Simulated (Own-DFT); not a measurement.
# Computed records: Hf$_{36}$O$_{71}$ (tetragonal hafnia with one neutral oxygen vacancy, atoms displaced)

A calculation, not a measurement: plane-wave PBE and HSE06 DFT by an unreviewed code, no spin, of a simulated cell at Gamma alone, so results move with cell size and shape, stress positive in tension, energies less offsets, not probed for a lower state with spin; hafnium file: forces about 75 meV/angstrom off all-electron values; oxygen file: force components 24 meV/angstrom off all-electron in a glass; k mesh not checked against a denser one; forces and stress are PBE's, HSE06 gives the energy alone, and its difference from PBE has offsets of its own; offsets are fitted by least squares, one for each functional and potential file, so energies compare only between cells with the same atoms and settings and are not formation energies; the far tail of each file's local potential was reset to the Coulomb form; each entry is a single point on an unrelaxed cell, so the pressure reflects the starting lattice, taken from the Materials Project, from which strain is counted, and rises with the displacements; printed positions are rounded, which can move forces by about a meV/angstrom; the program is a retired in-house code; no spin-orbit coupling. Program: Own-DFT development build.

Settings shared by all entries: first functional PBE; second functional HSE06; exact exchange share 0.25; screening 0.11 1/bohr; exchange divergence Gygi-Baldereschi; potential files PseudoDojo norm-conserving, scalar-relativistic, made for PBE, standard set; wave cutoff 48 hartree; occupations fixed; k mesh 1 x 1 x 1 centred on Gamma.

(1) Hf$_{36}$O$_{71}$ (tetragonal hafnia with one neutral oxygen vacancy, atoms displaced)

```cif
# cell vector a (Å): 10.7800 0.0000 0.0000
# cell vector b (Å): 0.0000 10.7800 0.0000
# cell vector c (Å): 0.0000 0.0000 10.4493
data_Hf36O71
_symmetry_space_group_name_H-M 'P 1'
_symmetry_Int_Tables_number 1
_cell_length_a 10.7800
_cell_length_b 10.7800
_cell_length_c 10.4493
_cell_angle_alpha 90.000
_cell_angle_beta 90.000
_cell_angle_gamma 90.000
_cell_volume 1214.30
loop_
_atom_site_label
_atom_site_type_symbol
_atom_site_fract_x
_atom_site_fract_y
_atom_site_fract_z
_atom_site_occupancy
Hf1 Hf 0.00133 0.00327 0.99276 1
Hf2 Hf 0.16562 0.17804 0.23928 1
O1 O 0.00050 0.16725 0.14132 1
O2 O 0.17173 0.00106 0.34617 1
O3 O 0.00295 0.15996 0.39788 1
O4 O 0.16461 0.00402 0.09942 1
Hf3 Hf 0.99887 0.00551 0.50745 1
Hf4 Hf 0.17032 0.16290 0.76904 1
O5 O 0.99531 0.15747 0.65738 1
O6 O 0.16117 0.99982 0.84261 1
O7 O 0.00225 0.16840 0.90906 1
O8 O 0.16865 0.00660 0.59609 1
Hf5 Hf 0.00996 0.33448 0.00517 1
Hf6 Hf 0.17659 0.50070 0.24053 1
O9 O 0.99369 0.48752 0.15292 1
O10 O 0.15804 0.33587 0.35229 1
O11 O 0.15766 0.33180 0.08564 1
Hf7 Hf 0.00242 0.33453 0.49599 1
Hf8 Hf 0.16408 0.50994 0.74937 1
O12 O 0.99974 0.50682 0.65183 1
O13 O 0.16242 0.33083 0.84106 1
O14 O 0.99286 0.49701 0.90263 1
O15 O 0.16264 0.33788 0.59306 1
Hf9 Hf 0.00030 0.66724 0.00413 1
Hf10 Hf 0.16606 0.83004 0.25451 1
O16 O 0.00717 0.83184 0.14734 1
O17 O 0.17678 0.67521 0.34655 1
O18 O 0.00686 0.83611 0.39261 1
O19 O 0.14878 0.66505 0.09323 1
Hf11 Hf 0.99695 0.66653 0.49733 1
Hf12 Hf 0.17076 0.83075 0.74814 1
O20 O 0.99674 0.83860 0.65282 1
O21 O 0.16753 0.66703 0.84650 1
O22 O 0.99122 0.83209 0.89847 1
O23 O 0.16516 0.67407 0.59552 1
Hf13 Hf 0.32923 0.99532 0.99340 1
Hf14 Hf 0.49705 0.16433 0.25299 1
O24 O 0.32844 0.16995 0.14897 1
O25 O 0.50545 0.00094 0.34428 1
O26 O 0.33842 0.17428 0.40995 1
O27 O 0.50070 0.00429 0.10122 1
Hf15 Hf 0.32956 0.99831 0.50137 1
Hf16 Hf 0.50002 0.16837 0.75825 1
O28 O 0.33927 0.16681 0.65676 1
O29 O 0.49734 0.00264 0.85204 1
O30 O 0.34696 0.17246 0.90825 1
O31 O 0.49569 0.00695 0.60466 1
Hf17 Hf 0.33224 0.32531 0.99594 1
Hf18 Hf 0.49838 0.49712 0.25038 1
O32 O 0.33896 0.49632 0.15230 1
O33 O 0.50260 0.33105 0.33732 1
O34 O 0.33272 0.49787 0.40009 1
O35 O 0.50441 0.33192 0.09992 1
Hf19 Hf 0.32814 0.33122 0.50567 1
Hf20 Hf 0.49186 0.51400 0.74429 1
O36 O 0.32994 0.49276 0.64892 1
O37 O 0.49657 0.33177 0.85098 1
O38 O 0.32949 0.50241 0.90704 1
O39 O 0.49501 0.33436 0.58780 1
Hf21 Hf 0.33813 0.67167 0.99041 1
Hf22 Hf 0.49900 0.83167 0.24592 1
O40 O 0.32565 0.83305 0.15054 1
O41 O 0.49488 0.67452 0.34889 1
O42 O 0.32904 0.83406 0.39583 1
O43 O 0.50569 0.67027 0.10019 1
Hf23 Hf 0.32909 0.66984 0.50346 1
Hf24 Hf 0.49653 0.82478 0.74517 1
O44 O 0.33753 0.83939 0.65537 1
O45 O 0.50264 0.66346 0.85425 1
O46 O 0.32725 0.83456 0.89996 1
O47 O 0.50241 0.66574 0.59250 1
Hf25 Hf 0.67007 0.00459 0.99996 1
Hf26 Hf 0.83639 0.15875 0.24004 1
O48 O 0.67213 0.17033 0.15278 1
O49 O 0.84341 0.99254 0.34290 1
O50 O 0.66214 0.16964 0.40820 1
O51 O 0.82535 0.00400 0.10170 1
Hf27 Hf 0.66103 0.00545 0.49941 1
Hf28 Hf 0.83185 0.16458 0.75306 1
O52 O 0.66670 0.17436 0.65048 1
O53 O 0.84145 0.99279 0.83748 1
O54 O 0.66660 0.16203 0.90815 1
O55 O 0.83323 0.99398 0.59803 1
Hf29 Hf 0.66463 0.33280 0.01022 1
Hf30 Hf 0.82918 0.50834 0.24494 1
O56 O 0.67598 0.50006 0.15446 1
O57 O 0.83481 0.33049 0.34886 1
O58 O 0.66734 0.50607 0.40819 1
O59 O 0.83376 0.32474 0.09136 1
Hf31 Hf 0.67464 0.32933 0.50289 1
Hf32 Hf 0.83409 0.50395 0.74730 1
O60 O 0.66297 0.50344 0.65682 1
O61 O 0.83382 0.33263 0.84623 1
O62 O 0.66431 0.49495 0.89985 1
O63 O 0.82743 0.33559 0.59642 1
Hf33 Hf 0.67325 0.67035 0.99936 1
Hf34 Hf 0.82885 0.83945 0.25061 1
O64 O 0.67197 0.82923 0.14686 1
O65 O 0.83063 0.66509 0.34820 1
O66 O 0.66034 0.82481 0.40281 1
O67 O 0.84142 0.67199 0.09525 1
Hf35 Hf 0.66711 0.66227 0.50340 1
Hf36 Hf 0.83039 0.83362 0.74624 1
O68 O 0.66314 0.83498 0.65510 1
O69 O 0.83722 0.66505 0.84231 1
O70 O 0.66142 0.82970 0.90926 1
O71 O 0.83548 0.65880 0.60785 1
```

The calculation gives: PBE energy of cell above offsets -94.510 eV; HSE06 less PBE above offsets 0.163 eV; PBE pressure 3.5 GPa; PBE stress xx -3.67 GPa; PBE stress yy -3.02 GPa; PBE stress zz -3.83 GPa; PBE stress yz -0.5 GPa; PBE stress xz -1.28 GPa; PBE stress xy -0.02 GPa.

Force:
```
element  x (eV/Å)  y (eV/Å)  z (eV/Å)
     Hf    -0.422    -1.788     1.501
     Hf    -1.048    -2.645     2.105
      O     0.216    -0.204     1.045
      O     0.589     1.016     -0.32
      O    -0.221     1.157     0.297
      O     0.497     0.343    -1.725
     Hf     0.424     -0.75    -1.135
     Hf    -0.727     1.546    -4.529
      O     1.034      0.34     0.121
      O     0.698    -1.486      1.82
      O      0.38    -0.491     -1.32
      O     0.184    -0.617     0.721
     Hf    -7.179     0.862    -3.204
     Hf    -1.988     0.927     1.977
      O     1.451      0.44     0.787
      O    -0.028     0.432    -1.742
      O     6.019      0.17     3.503
     Hf    -0.948     0.129    -0.487
     Hf    -0.857    -2.436    -0.352
      O     0.932    -0.188     -0.56
      O     0.729      1.22     0.971
      O     1.154     0.719    -0.142
      O    -0.367    -0.329     0.772
     Hf    -2.446     0.465    -2.656
     Hf    -1.208     2.703    -0.485
      O    -1.639     0.741     0.176
      O    -0.282    -3.389     0.423
      O    -0.403    -0.872     1.688
      O     5.315    -1.178     1.691
     Hf    -0.697     0.181    -0.536
     Hf    -2.563     0.311    -0.602
      O     1.319    -0.294    -0.123
      O     0.426     0.916     0.031
      O     1.105      0.13     0.315
      O     0.202     0.033     0.804
     Hf     1.207     0.823     2.609
     Hf     0.496     0.568    -0.624
      O     0.617     0.634     0.067
      O    -0.051    -0.666      0.82
      O    -0.046    -1.768    -1.142
      O    -0.614    -0.264    -0.735
     Hf     0.029     1.283    -1.099
     Hf     0.623     0.219    -1.504
      O      -1.8     0.237     0.987
      O    -0.425    -1.581    -0.327
      O    -1.715    -2.928    -1.169
      O     0.941    -0.779    -1.046
     Hf     1.948     2.793     0.953
     Hf     1.085     0.452     1.063
      O    -0.704     0.168    -0.793
      O     0.068     0.815     0.304
      O     0.003     0.628     0.009
      O    -1.824     0.149    -0.016
     Hf     0.754     0.624    -0.176
     Hf      2.17    -3.883     0.344
      O    -0.474     1.587      0.61
      O    -0.366     1.256    -0.407
      O    -0.137    -0.071    -0.584
      O     1.035     0.313     0.655
     Hf    -0.163    -1.061     2.449
     Hf     0.311     -0.06     0.096
      O      1.38    -0.317    -1.242
      O    -0.308    -1.606    -0.301
      O     0.768     0.267     1.649
      O    -1.076    -0.106    -0.684
     Hf      0.57    -0.677    -2.967
     Hf     2.581     2.453     1.089
      O    -1.108    -0.783     -0.98
      O    -1.265     1.362    -0.412
      O     0.106    -0.411    -0.958
      O    -1.931     0.222     1.828
     Hf    -1.831    -1.291     0.403
     Hf     0.545       1.8     0.982
      O    -1.568    -0.461     0.547
      O    -1.074     1.927     1.081
      O     0.317    -1.378    -0.965
      O     1.987    -0.282     -0.64
     Hf    -0.325    -0.913      0.62
     Hf    -0.184      1.58    -0.157
      O      0.04    -0.743     0.658
      O    -0.691     1.744     1.863
      O     0.228      0.85    -0.932
      O    -1.521     0.334     -0.85
     Hf     1.634     0.505    -2.084
     Hf     1.825    -1.837     1.732
      O    -2.594     0.005    -0.861
      O      0.19     0.506    -0.554
      O    -0.392    -1.267    -0.784
      O     0.237     -0.02     0.607
     Hf    -1.969     1.214    -0.593
     Hf    -0.706      -1.5     1.262
      O    -0.572     0.274    -0.191
      O    -0.122    -0.727     -0.84
      O     0.011     1.053     1.018
      O     2.612     0.169     0.588
     Hf     0.347    -1.513     0.094
     Hf      1.62    -2.031     -0.71
      O    -0.944     0.206     0.797
      O     0.935     0.919     0.512
      O     0.626     1.828    -0.004
      O    -1.546    -0.597     0.841
     Hf      1.27     0.235    -0.461
     Hf     0.944    -1.159     0.119
      O    -0.629    -0.236     -0.08
      O    -0.922     0.686     0.894
      O     0.166     1.187    -1.206
      O    -0.282      0.92    -1.905
```

(2) Hf$_{36}$O$_{71}$ (tetragonal hafnia with one neutral oxygen vacancy, atoms displaced)

```cif
# cell vector a (Å): 10.7800 0.0000 0.0000
# cell vector b (Å): 0.0000 10.7800 0.0000
# cell vector c (Å): 0.0000 0.0000 10.4493
data_Hf36O71
_symmetry_space_group_name_H-M 'P 1'
_symmetry_Int_Tables_number 1
_cell_length_a 10.7800
_cell_length_b 10.7800
_cell_length_c 10.4493
_cell_angle_alpha 90.000
_cell_angle_beta 90.000
_cell_angle_gamma 90.000
_cell_volume 1214.30
loop_
_atom_site_label
_atom_site_type_symbol
_atom_site_fract_x
_atom_site_fract_y
_atom_site_fract_z
_atom_site_occupancy
Hf1 Hf 0.99884 0.00791 0.99666 1
Hf2 Hf 0.17944 0.15824 0.25675 1
O1 O 0.99796 0.17640 0.15091 1
O2 O 0.17170 0.00027 0.35809 1
O3 O 0.00016 0.18093 0.40161 1
O4 O 0.17578 0.00717 0.09881 1
Hf3 Hf 0.99417 0.99979 0.50250 1
Hf4 Hf 0.16645 0.16193 0.75909 1
O5 O 0.99165 0.16891 0.65145 1
O6 O 0.16834 0.00462 0.84887 1
O7 O 0.00378 0.17186 0.91119 1
O8 O 0.16338 0.99955 0.60835 1
Hf5 Hf 0.99957 0.32819 0.99651 1
Hf6 Hf 0.17277 0.50551 0.25232 1
O9 O 0.00785 0.50075 0.14928 1
O10 O 0.16487 0.33887 0.35783 1
O11 O 0.99890 0.50279 0.40100 1
O12 O 0.17974 0.34097 0.10285 1
Hf7 Hf 0.01256 0.32906 0.50425 1
Hf8 Hf 0.18229 0.49746 0.75344 1
O13 O 0.99640 0.49246 0.64111 1
O14 O 0.15948 0.32329 0.85566 1
O15 O 0.00609 0.48510 0.91261 1
O16 O 0.16961 0.32621 0.59056 1
Hf9 Hf 0.01213 0.65698 0.00248 1
Hf10 Hf 0.17007 0.84285 0.25144 1
O17 O 0.99660 0.83952 0.14852 1
O18 O 0.15780 0.65408 0.35551 1
O19 O 0.99826 0.83606 0.39141 1
Hf11 Hf 0.99060 0.66524 0.49305 1
Hf12 Hf 0.16393 0.82827 0.75462 1
O20 O 0.99043 0.82473 0.65495 1
O21 O 0.16688 0.65600 0.84103 1
O22 O 0.00604 0.84501 0.90908 1
O23 O 0.16955 0.65880 0.59116 1
Hf13 Hf 0.32602 0.99412 0.98245 1
Hf14 Hf 0.49118 0.17229 0.25299 1
O24 O 0.34045 0.17251 0.14857 1
O25 O 0.49647 0.98442 0.34962 1
O26 O 0.34008 0.16862 0.40640 1
O27 O 0.49575 0.99596 0.09932 1
Hf15 Hf 0.32508 0.97992 0.50415 1
Hf16 Hf 0.49225 0.18487 0.74155 1
O28 O 0.33224 0.16814 0.65824 1
O29 O 0.51081 0.99346 0.85481 1
O30 O 0.33647 0.17896 0.90909 1
O31 O 0.49702 0.00013 0.59925 1
Hf17 Hf 0.32276 0.32932 0.00033 1
Hf18 Hf 0.49913 0.50722 0.24513 1
O32 O 0.32058 0.48695 0.15273 1
O33 O 0.50963 0.32997 0.35007 1
O34 O 0.33823 0.50034 0.39239 1
O35 O 0.49072 0.34227 0.09129 1
Hf19 Hf 0.34596 0.32765 0.50597 1
Hf20 Hf 0.50449 0.50059 0.76185 1
O36 O 0.34043 0.49285 0.65881 1
O37 O 0.49911 0.32519 0.85006 1
O38 O 0.33539 0.50524 0.91771 1
O39 O 0.50325 0.33611 0.59550 1
Hf21 Hf 0.33986 0.66660 0.99797 1
Hf22 Hf 0.48960 0.81756 0.25433 1
O40 O 0.33803 0.84481 0.14337 1
O41 O 0.50429 0.67161 0.34317 1
O42 O 0.34044 0.82742 0.39554 1
O43 O 0.50150 0.66133 0.10033 1
Hf23 Hf 0.33056 0.66500 0.50125 1
Hf24 Hf 0.49649 0.83196 0.75278 1
O44 O 0.35003 0.84288 0.64390 1
O45 O 0.49708 0.67117 0.85841 1
O46 O 0.33854 0.83471 0.91432 1
O47 O 0.50045 0.66560 0.60496 1
Hf25 Hf 0.66120 0.00716 0.99230 1
Hf26 Hf 0.84367 0.16599 0.25620 1
O48 O 0.66066 0.16032 0.16168 1
O49 O 0.84104 0.00016 0.34428 1
O50 O 0.65884 0.16544 0.40222 1
O51 O 0.83078 0.99404 0.09152 1
Hf27 Hf 0.66874 0.99512 0.49292 1
Hf28 Hf 0.82922 0.16740 0.75133 1
O52 O 0.67071 0.16643 0.64068 1
O53 O 0.85032 0.00972 0.86313 1
O54 O 0.66436 0.15308 0.91370 1
O55 O 0.83340 0.99669 0.60290 1
Hf29 Hf 0.64721 0.33903 0.98943 1
Hf30 Hf 0.82863 0.50178 0.24711 1
O56 O 0.66609 0.49635 0.15418 1
O57 O 0.83818 0.32985 0.34715 1
O58 O 0.67853 0.49440 0.40587 1
O59 O 0.82617 0.34220 0.10155 1
Hf31 Hf 0.66481 0.33201 0.50002 1
Hf32 Hf 0.82660 0.50362 0.75408 1
O60 O 0.66741 0.51158 0.64338 1
O61 O 0.85018 0.32607 0.85358 1
O62 O 0.66004 0.49596 0.91564 1
O63 O 0.83374 0.32080 0.58030 1
Hf33 Hf 0.66472 0.67563 0.99732 1
Hf34 Hf 0.82353 0.84058 0.26180 1
O64 O 0.67715 0.83440 0.14576 1
O65 O 0.82584 0.65634 0.34358 1
O66 O 0.68314 0.83372 0.40395 1
O67 O 0.82706 0.65267 0.08954 1
Hf35 Hf 0.66394 0.67547 0.49688 1
Hf36 Hf 0.84327 0.84829 0.75644 1
O68 O 0.65980 0.83929 0.65346 1
O69 O 0.82524 0.65600 0.85888 1
O70 O 0.66311 0.83747 0.89695 1
O71 O 0.84237 0.65873 0.59197 1
```

It finds PBE energy of cell above offsets -85.577 eV; HSE06 less PBE above offsets 0.757 eV; PBE pressure 5.45 GPa; PBE stress xx -1.95 GPa; PBE stress yy -9.24 GPa; PBE stress zz -5.15 GPa; PBE stress yz -1.26 GPa; PBE stress xz 0.4 GPa; PBE stress xy 0.05 GPa.

Force:
```
element  x (eV/Å)  y (eV/Å)  z (eV/Å)
     Hf    -1.251    -0.215     3.796
     Hf    -0.971     3.614    -1.272
      O     1.797        -1     0.545
      O     0.045    -0.286     0.344
      O     0.387    -5.185    -0.508
      O    -1.116    -0.036     0.865
     Hf     0.261     1.243    -0.685
     Hf    -1.177     2.296    -1.914
      O     1.651    -0.964     0.865
      O     0.588    -2.222     0.315
      O     0.923    -2.357    -2.325
      O    -0.508    -0.982    -0.442
     Hf     -1.01     0.874     4.451
     Hf     -2.83    -2.865     0.417
      O     0.182      1.46     0.127
      O     0.815     -1.17     -1.33
      O    -0.438    -0.418      0.23
      O    -3.389    -1.663     0.206
     Hf    -2.678     3.469    -1.148
     Hf      -3.6    -2.481    -1.069
      O     0.734     0.447      2.74
      O     1.411     1.742    -1.305
      O     0.384     4.153    -2.116
      O     2.724     0.108     2.633
     Hf    -1.961    -0.589     1.728
     Hf    -1.883    -2.012     -2.08
      O     1.591    -0.814      1.06
      O      1.51     4.165    -0.672
      O     0.449     0.238     1.745
     Hf     1.633    -2.146    -1.374
     Hf    -0.956     0.534    -0.613
      O     3.154     0.422      -0.2
      O    -0.197     2.534     0.835
      O      0.71    -3.026    -2.377
      O      0.14     1.015     1.579
     Hf     3.319     3.562     4.355
     Hf     3.328    -2.585    -0.393
      O    -1.917    -0.026     0.705
      O     0.309     0.599     0.256
      O    -0.533    -1.276    -0.082
      O    -0.289     0.314    -1.207
     Hf     3.003     2.848    -0.124
     Hf     2.198    -5.373    -0.719
      O    -0.639     0.369    -0.349
      O    -2.221     1.232     -1.85
      O    -0.101     -4.12      -2.8
      O     0.129     0.639    -0.846
     Hf      0.42     1.865     2.268
     Hf     0.102    -2.809    -0.339
      O     3.804     2.695    -0.272
      O    -0.993     1.963    -0.097
      O     0.889     0.598     1.999
      O     0.791     0.209     0.572
     Hf     -3.18     0.815    -2.684
     Hf     0.738     1.435    -1.322
      O      0.47     0.121     0.066
      O     0.685     3.234    -0.115
      O     0.048    -1.549    -2.871
      O     0.176    -0.305     2.601
     Hf    -0.855     0.476      2.57
     Hf     1.476     6.886    -4.355
      O    -1.633    -1.818      1.47
      O     0.871    -3.463     3.115
      O    -1.695    -1.256     0.244
      O    -1.068    -0.008     0.526
     Hf     0.405    -1.591    -0.759
     Hf     3.388     1.768     0.378
      O    -4.431     -1.27     0.438
      O    -0.037    -1.345    -0.837
      O    -1.101    -2.711    -3.959
      O    -0.905    -0.172    -0.677
     Hf    -1.139     -4.93     5.849
     Hf    -2.344     2.855    -1.875
      O     0.269     0.351    -0.146
      O     0.011     1.082     2.464
      O      0.46    -1.272     0.649
      O     1.061     0.734     0.675
     Hf    -2.695     2.848     1.443
     Hf     0.042     1.265    -0.937
      O    -1.125     0.087     2.287
      O    -0.815    -0.886     -2.73
      O      0.48     7.176     -4.27
      O     0.237    -0.626     0.116
     Hf     2.855     -3.82     5.299
     Hf     1.393    -2.973    -0.674
      O    -2.085     0.218     0.194
      O     -0.59     0.249    -0.727
      O    -1.335     1.825    -0.225
      O      0.15    -0.565    -1.568
     Hf     2.859    -0.794    -2.041
     Hf     2.325    -0.884    -1.696
      O    -0.646    -0.945     2.627
      O    -2.061     0.939     -1.68
      O    -0.481     2.229    -3.449
      O      -0.6     0.439     2.086
     Hf      2.18     0.919     1.377
     Hf     1.664    -2.196    -3.961
      O    -2.077    -1.332     0.977
      O     0.278     3.496     1.021
      O    -0.363    -0.094    -0.538
      O     1.615     0.196     0.225
     Hf     1.582      -3.2     1.348
     Hf    -3.271    -0.949     1.205
      O     1.603    -0.652    -0.407
      O     0.676      1.61    -1.817
      O     1.175    -0.933    -0.314
      O     -3.35     0.697     1.253
```
